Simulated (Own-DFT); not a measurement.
Al3GaN4 (wurtzite random alloy, strained, atoms displaced) (calculated)

Computed with Own-DFT development build. A calculation, not a measurement: plane-wave PBE density functional theory by an unreviewed code, no spin, of a simulated periodic cell, stress positive in tension, free energy of the whole cell less one offset for each atom, forces on such cells passed a denser k mesh, this cell's mesh not checked; offsets are fitted by least squares, one for each functional and potential file, so energies compare only between cells with the same atoms and settings and are not formation energies; the far tail of each file's local potential was reset to the Coulomb form; each entry is a single point on an unrelaxed cell, so the pressure reflects the starting lattice, mostly measured values, from which strain is counted, and rises with the displacements; printed positions are rounded, which can move forces by about a meV/angstrom; the program is a retired in-house code; no spin-orbit coupling.

Common to all runs: functional PBE; potential files PseudoDojo norm-conserving, scalar-relativistic, standard set with the stringent files for Ga; wave cutoff 96 hartree; occupations Gaussian; smearing width 0.01 eV; k mesh 4 x 4 x 3 centred on Gamma.

(1) Al3GaN4 (wurtzite random alloy, strained, atoms displaced)

```
Al3GaN4
1.0
      9.3703     0.0000     0.0000
     -4.6851     8.1149     0.0000
      0.0000     0.0000    10.0655
Al N Al N Ga Al N Al N Al N Al N Al N Ga Al N Al N Ga Al N Ga Al N Al Ga N Al N Al N Ga Al N Al Ga N Al Ga N Ga Al N
2 2 2 2 1 1 2 2 2 2 2 2 2 2 2 1 1 2 2 2 1 1 2 1 1 2 1 1 2 2 2 2 2 1 1 2 1 1 2 1 1 2 1 1 2
Direct
  0.10379 0.22119 0.00126
  0.22647 0.12057 0.24801
  0.10921 0.21836 0.19620
  0.23206 0.11537 0.44184
  0.11150 0.21660 0.49226
  0.21611 0.09872 0.75480
  0.11690 0.22693 0.68900
  0.22334 0.11488 0.94209
  0.10576 0.55426 0.00286
  0.23192 0.45195 0.24391
  0.11646 0.55747 0.18409
  0.22292 0.44461 0.44184
  0.11050 0.55863 0.50024
  0.22361 0.46447 0.74763
  0.10512 0.54703 0.69224
  0.21092 0.43253 0.94229
  0.11115 0.89265 0.00157
  0.22744 0.76977 0.24287
  0.11444 0.89550 0.18342
  0.22930 0.78275 0.44023
  0.10208 0.88135 0.49187
  0.22138 0.76754 0.74648
  0.10334 0.88668 0.68830
  0.21631 0.77319 0.94442
  0.43823 0.21931 0.99720
  0.56261 0.10560 0.24574
  0.44552 0.22545 0.19224
  0.54828 0.11040 0.44940
  0.45812 0.22989 0.50434
  0.55316 0.11349 0.74799
  0.44460 0.22429 0.69516
  0.56368 0.10958 0.94222
  0.45078 0.54874 0.00544
  0.56306 0.44963 0.25092
  0.44037 0.55718 0.19084
  0.55185 0.43436 0.44460
  0.44092 0.54380 0.49474
  0.55755 0.45076 0.74969
  0.44703 0.55710 0.69097
  0.55633 0.45396 0.93531
  0.44394 0.89178 0.00655
  0.55158 0.77613 0.25041
  0.44045 0.88473 0.18465
  0.55414 0.78367 0.43941
  0.45073 0.88462 0.49700
  0.54601 0.77785 0.75147
  0.44509 0.88903 0.69119
  0.55810 0.77975 0.93392
  0.78574 0.22356 0.00547
  0.88170 0.10547 0.25369
  0.78003 0.21931 0.19458
  0.88249 0.10605 0.43227
  0.77820 0.21548 0.50595
  0.88504 0.11140 0.74885
  0.77505 0.22149 0.70078
  0.89298 0.11521 0.94148
  0.77123 0.54337 0.00509
  0.88050 0.43529 0.25488
  0.77698 0.54828 0.19270
  0.90232 0.45314 0.43937
  0.77736 0.55998 0.49675
  0.89415 0.45277 0.74521
  0.77820 0.54987 0.68592
  0.89215 0.44426 0.94060
  0.77845 0.88532 0.00417
  0.88205 0.78098 0.25909
  0.77507 0.88902 0.18145
  0.89430 0.78988 0.44835
  0.77624 0.89157 0.50139
  0.88392 0.77053 0.75330
  0.77532 0.90325 0.68369
  0.88165 0.77844 0.93549
```

| Quantity | Value |
| --- | --- |
| free energy of cell above offsets | -21.690 eV |
| pressure | 7.63 GPa |
| stress xx | -9.28 GPa |
| stress yy | -6.36 GPa |
| stress zz | -7.27 GPa |
| stress yz | -0.37 GPa |
| stress xz | -0.21 GPa |
| stress xy | 0.4 GPa |

Force:
```tsv
element	x (eV/Å)	y (eV/Å)	z (eV/Å)
Al	1.135	-0.32	0.286
Al	0.739	-1.337	0.883
N	-0.962	0.982	-0.688
N	-1.292	-1.183	-0.96
Al	0.043	0.471	1.38
Al	-0.669	2.032	-1.113
N	-0.767	-0.263	-0.215
N	-0.372	-0.763	-0.029
Ga	1.282	-0.101	-0.953
Al	-2.151	-2.059	1.197
N	-0.746	-1.203	2.879
N	-1.402	-0.415	-1.315
Al	1.71	0.382	-0.226
Al	3.324	-4.241	1.35
N	0.28	2.909	-2.082
N	1.561	2.014	-0.583
Al	-0.38	-0.671	-0.908
Al	-2.303	1.261	1.087
N	0.333	-0.665	1.772
N	-0.474	-1.015	-0.571
Al	3.1	2.802	1.59
Al	-1.226	1.944	0.742
N	1.014	-1.325	-0.105
N	-0.32	1.362	-1.719
Al	1.369	0.563	0.272
Al	-2.365	0.475	1.107
N	1.062	0.266	-0.746
N	3.911	-1.127	-2.129
Ga	-2.209	-2.632	1.314
Al	0.369	-0.433	0.92
N	-0.168	0.043	1.082
N	-1.291	1.67	-0.145
Al	-3.011	1.521	-1.293
Al	-1.174	-1.524	0.264
N	2.578	0.473	0.072
N	1.534	3.952	-2.462
Ga	-0.631	1.51	1.385
Al	-0.048	-0.987	-0.188
N	-0.574	-0.484	-0.378
N	0.774	-2.312	0.326
Ga	0.442	-0.865	-3.075
Al	0.288	0.453	-0.316
N	1.181	0.555	3.247
N	1.36	-1.718	-1.712
Al	-2.648	1.373	1.475
Ga	2.035	0.316	-0.409
N	-2.103	0.517	-1.146
N	0.346	-1.004	2.967
Al	-0.543	-0.283	-1.205
Al	1.404	0.493	-1.422
N	-0.282	0.195	-0.47
N	0.328	1.552	1.073
Al	-0.674	0.754	0.095
Al	1.466	1.187	0.805
N	0.051	-0.059	-2.04
N	-0.612	-1.371	0.086
Ga	0.4	1.529	-1.109
Al	1.683	1.185	-0.307
N	-0.194	0.558	1.281
N	-2.203	-1.396	0.314
Al	0.801	-0.471	0.566
Ga	-0.869	-2.261	1.675
N	-2.041	1.537	-0.537
N	-1.296	-1.23	0.045
Al	-0.886	0.748	-2.54
Ga	1.709	0.182	-1.709
N	-1.057	-0.208	2.358
N	-0.944	-2.928	-1.149
Ga	-0.614	0.071	0.367
Al	-0.65	1.199	-1.098
N	1.238	-1.987	1.83
N	1.3	-0.193	0.962
```

(2) Al3GaN4 (wurtzite random alloy, strained, atoms displaced)

```
Al3GaN4
1.0
      9.3703     0.0000     0.0000
     -4.6851     8.1149     0.0000
      0.0000     0.0000    10.0655
Ga Al N Al N Al Ga N Al N Ga Al N Al N Ga N Al N Al N Al Ga N Al N Ga Al N Ga Al N Al N Al N Al Ga N Al N Al N
1 1 2 2 2 1 1 2 2 2 1 1 2 2 2 2 2 2 2 2 2 1 1 2 2 2 1 1 2 1 1 2 2 2 2 2 1 1 2 2 2 2 2
Direct
  0.10195 0.21289 0.00155
  0.21855 0.11634 0.24580
  0.10451 0.22783 0.18950
  0.22550 0.10890 0.44856
  0.11384 0.22989 0.49938
  0.22180 0.11435 0.74444
  0.10860 0.22736 0.70162
  0.21809 0.11025 0.94341
  0.11028 0.55208 0.99689
  0.21651 0.44456 0.25006
  0.11513 0.56893 0.18563
  0.22167 0.43877 0.43472
  0.11460 0.55696 0.50292
  0.22781 0.45531 0.74692
  0.09751 0.55410 0.69335
  0.22749 0.45200 0.94047
  0.10503 0.88699 0.99410
  0.21077 0.77931 0.25694
  0.12254 0.89901 0.19493
  0.22325 0.77774 0.44171
  0.10468 0.88480 0.49905
  0.21931 0.77645 0.74375
  0.11138 0.88644 0.68342
  0.22903 0.77941 0.94410
  0.44907 0.22844 0.99411
  0.54920 0.09799 0.25300
  0.44818 0.23645 0.19263
  0.54625 0.11041 0.44409
  0.44203 0.21951 0.50135
  0.55270 0.11506 0.75543
  0.44794 0.21746 0.69096
  0.55261 0.11240 0.93726
  0.44058 0.55329 0.99992
  0.56185 0.44944 0.24957
  0.44590 0.55470 0.18094
  0.54545 0.44521 0.44216
  0.44474 0.55296 0.49934
  0.55597 0.43594 0.74812
  0.44873 0.55450 0.68479
  0.55765 0.44957 0.93566
  0.44800 0.89426 0.00394
  0.55004 0.77963 0.24521
  0.44625 0.90073 0.18733
  0.55606 0.77556 0.44244
  0.43921 0.87994 0.50820
  0.55327 0.76544 0.75357
  0.43238 0.88043 0.69531
  0.54590 0.77849 0.95061
  0.78563 0.22476 0.00416
  0.88807 0.11501 0.24155
  0.77775 0.22382 0.19519
  0.88834 0.11449 0.44345
  0.78015 0.22764 0.49380
  0.88080 0.10001 0.74323
  0.77717 0.22045 0.68747
  0.89032 0.11873 0.93625
  0.77453 0.54984 0.00646
  0.89028 0.44710 0.24305
  0.78250 0.55365 0.19287
  0.88242 0.44157 0.44302
  0.77734 0.55603 0.49413
  0.87640 0.44017 0.75293
  0.77707 0.56586 0.69107
  0.88863 0.44687 0.94747
  0.77519 0.88805 0.99259
  0.89421 0.78712 0.26050
  0.78034 0.88393 0.17664
  0.90473 0.78824 0.43107
  0.77359 0.88589 0.49940
  0.89224 0.78169 0.75409
  0.77623 0.87915 0.68834
  0.89435 0.78393 0.94404
```

| Quantity | Value |
| --- | --- |
| free energy of cell above offsets | -23.306 eV |
| pressure | 6.95 GPa |
| stress xx | -7.34 GPa |
| stress yy | -7.28 GPa |
| stress zz | -6.23 GPa |
| stress yz | -1.2 GPa |
| stress xz | -0.56 GPa |
| stress xy | 0.39 GPa |

Force:
```tsv
element	x (eV/Å)	y (eV/Å)	z (eV/Å)
Ga	0.865	1.976	-0.845
Al	1.201	0.698	0.964
N	0.75	-1.437	0.562
N	-1.652	0.43	-1.035
Al	0.297	-1.935	0.939
Al	-0.007	-0.455	0.618
N	0.491	-0.115	-1.881
N	0.689	0.41	-1.872
Al	0.3	1.586	0.122
Ga	0.613	1.361	-1.158
N	-0.571	-1.122	0.474
N	-0.508	1.639	2.139
Al	-0.964	-0.668	-0.268
Al	-0.68	-1.008	1.023
N	2.277	0.469	-0.97
N	-0.418	-0.754	-0.805
Ga	2.873	0.464	1.729
Al	1.878	0.505	-0.977
N	-1.934	-0.416	-0.019
N	-1.159	-1.132	-0.127
Al	2.046	1.513	0.403
Al	-0.719	-0.316	1.962
N	-0.803	0.552	1.168
N	-0.654	-0.55	-1.29
Ga	-0.864	-0.568	1.658
Ga	-1.117	4.259	1.168
N	-0.239	-1.421	-0.184
N	1.748	0.082	0.268
Al	-0.082	0.515	-0.181
Al	1.697	-1.554	-1.101
N	-1.501	-0.411	-0.618
N	1.215	-0.364	0.468
Al	0.252	0.335	-0.303
Al	-0.861	0.07	0.359
N	0.133	0.674	1.859
N	2.362	-0.237	-0.604
Al	-0.867	0.503	-0.202
Ga	-0.502	1.142	-0.168
N	-1.385	-0.138	0.331
N	0.133	0.997	0.965
Al	-1.382	0.022	-0.71
Al	0.806	-0.284	-0.275
N	0.102	-4.55	-0.099
N	0.36	-0.446	-1.312
Ga	0.268	1.513	-0.438
Al	-1.068	1.364	0.323
N	2.225	0.784	0.783
N	2.095	-0.256	-1.998
Ga	-1.833	-0.312	-0.215
Al	-0.01	-1.457	1.427
N	0.389	0.287	0.036
N	0.452	-0.721	-0.828
Al	-0.902	-1.381	1.015
Al	-0.103	1.706	0.462
N	-0.663	-1.194	-0.131
N	-0.205	-2.75	-1.086
Al	-0.269	1.269	-0.497
Al	0.685	-0.179	1.326
N	-1.076	1.344	0.184
N	0.973	1.398	-1.185
Al	-0.529	0.25	0.739
Ga	0.346	0.083	-0.011
N	0.663	-0.141	-1.262
N	-0.129	0.541	-0.253
Al	-0.214	0.205	0.39
Al	0.288	-0.366	-4.522
N	-0.807	0.915	2.24
N	-2.877	-1.834	2.954
Al	0.746	0.776	-0.273
Al	0.648	-0.416	-0.2
N	-0.789	0.486	0.326
N	-2.525	-2.235	-1.479
```

(3) Al3GaN4 (wurtzite random alloy, strained, atoms displaced)

```
Al3GaN4
1.0
      9.3703     0.0000     0.0000
     -4.6851     8.1149     0.0000
      0.0000     0.0000    10.0655
Al Ga N Al N Al N Al Ga N Al N Al N Al Ga N Al N Al N Al Ga N Al Ga N Al N Al N Ga N Al N Al N Ga N Al N
1 1 2 2 2 2 2 1 1 2 2 2 2 2 1 1 2 2 2 2 2 1 1 2 1 1 2 2 2 2 2 2 2 2 2 2 2 2 2 2 2
Direct
  0.10911 0.22274 0.99817
  0.22710 0.10598 0.25085
  0.12397 0.22519 0.18545
  0.22508 0.11337 0.43615
  0.11205 0.22312 0.49488
  0.21474 0.10598 0.75826
  0.10418 0.21299 0.69376
  0.22235 0.11464 0.93577
  0.11623 0.55893 0.99718
  0.21725 0.44553 0.24734
  0.10319 0.55617 0.18576
  0.22512 0.45419 0.43257
  0.11958 0.55871 0.50673
  0.22145 0.44686 0.75046
  0.10601 0.55169 0.69166
  0.21352 0.44284 0.94881
  0.11215 0.87964 0.99606
  0.22699 0.78190 0.25905
  0.11498 0.90177 0.18554
  0.22931 0.77968 0.43692
  0.11411 0.89594 0.49581
  0.22110 0.77897 0.75322
  0.10283 0.88606 0.69020
  0.21581 0.77115 0.94863
  0.43658 0.21424 0.00216
  0.55652 0.11760 0.25272
  0.43744 0.20989 0.19916
  0.55530 0.11199 0.44352
  0.44052 0.22223 0.49996
  0.55835 0.11674 0.74086
  0.44287 0.20921 0.69629
  0.55244 0.11041 0.94119
  0.44949 0.55778 0.00430
  0.55395 0.43824 0.25427
  0.43721 0.55248 0.18557
  0.54996 0.45022 0.44926
  0.45168 0.56837 0.49740
  0.55254 0.44726 0.75021
  0.44572 0.56153 0.69580
  0.55843 0.44282 0.94111
  0.45398 0.89608 0.00702
  0.55827 0.77437 0.24697
  0.44423 0.88431 0.18953
  0.55363 0.78003 0.43953
  0.44083 0.89142 0.50213
  0.55243 0.77221 0.75062
  0.44368 0.88060 0.68486
  0.55907 0.77461 0.94201
  0.77442 0.22085 0.00094
  0.88830 0.09711 0.24321
  0.77661 0.22745 0.18751
  0.88380 0.11107 0.43369
  0.77346 0.22004 0.49548
  0.88355 0.11035 0.74983
  0.77741 0.22550 0.68555
  0.88725 0.11306 0.93957
  0.78183 0.55433 0.00908
  0.88688 0.43981 0.24918
  0.77905 0.55397 0.18285
  0.88365 0.44751 0.44001
  0.77242 0.55960 0.49774
  0.88802 0.43690 0.76121
  0.78510 0.55728 0.68031
  0.89143 0.44262 0.94565
  0.77949 0.89490 0.99883
  0.88948 0.77592 0.25048
  0.77534 0.88448 0.18741
  0.90424 0.77998 0.43712
  0.77952 0.89098 0.49705
  0.88729 0.77796 0.75319
  0.77949 0.88835 0.68712
  0.89382 0.78650 0.94739
```

| Quantity | Value |
| --- | --- |
| free energy of cell above offsets | -23.463 eV |
| pressure | 7.06 GPa |
| stress xx | -7 GPa |
| stress yy | -6.54 GPa |
| stress zz | -7.65 GPa |
| stress yz | -0.19 GPa |
| stress xz | -0.13 GPa |
| stress xy | 0.11 GPa |

Force:
```tsv
element	x (eV/Å)	y (eV/Å)	z (eV/Å)
Al	0.417	-0.136	0.269
Ga	-2.292	0.976	0.123
N	-2.216	-0.312	0.402
N	-0.464	0.17	1.988
Al	-0.527	0.356	0.389
Al	0.703	0.087	-1.889
N	1.141	1.161	-1.652
N	-0.015	-0.867	1.698
Al	-0.967	-0.982	1.491
Al	-0.195	0.05	-0.739
N	0.891	0.529	0.868
N	0.64	-0.989	1.44
Al	-1.868	-0.271	-1.215
Ga	0.166	-1.019	0.854
N	-0.432	1.034	0.203
N	1.963	0.284	-0.878
Al	-1.293	2.007	1.069
Al	-0.647	-0.787	-2.739
N	1.253	-3.526	-0.482
N	-1.172	0.133	1.732
Al	1.12	-0.601	1.224
Al	-0.035	-0.147	-0.2
N	1.291	0.376	-0.093
N	1.802	1.444	-2.008
Al	0.358	1.009	-0.23
Ga	1.817	-1.793	0.172
N	0.699	3.59	-2.387
N	-1.804	-0.622	0.231
Al	0.533	0.244	1.053
Al	1.251	-1.917	1.594
N	-2.733	1.301	-1.732
N	0.427	-0.011	-0.545
Al	-0.443	-0.928	-1.042
Al	-0.697	0.613	-0.617
N	1.292	-0.971	1.18
N	0.87	-0.788	-1.518
Al	-1.317	-1.124	0.796
Ga	1.646	-0.753	-0.044
N	-0.237	-0.601	-1.932
N	-0.206	-0.077	1.355
Al	-0.538	-1.249	-1.107
Ga	-1.018	-0.231	0.548
N	-0.728	0.611	0.346
N	0.723	0.921	0.534
Al	1.068	-0.079	-0.563
Al	0.402	1.733	0.444
N	-0.724	0.812	1.325
N	-1.695	0.168	-0.692
Al	-0.067	0.234	0.007
Al	-0.359	2.656	0.408
N	1.48	-1.251	-0.053
N	1.939	-0.634	-0.29
Ga	0.648	1.438	0.269
Ga	-0.079	-0.272	-0.206
N	-0.332	-0.036	1.196
N	-0.188	1.126	0.753
Al	-0.571	0.325	-3.017
Al	0.191	1.072	0.529
N	-0.853	-1.095	3.011
N	0.771	0.646	-0.625
Al	1.65	-0.233	0.196
Al	-0.91	1.066	-1.734
N	-0.369	0.042	2.108
N	-0.477	0.138	-0.455
Ga	0.391	-0.653	-0.093
Ga	0.728	0.143	-0.857
N	0.481	0.516	0.49
N	-2.609	-0.152	0.793
Al	0.217	-0.149	0.208
Al	-0.02	-0.662	-0.115
N	-0.634	-1.142	-0.116
N	0.761	-1.95	-1.429
```
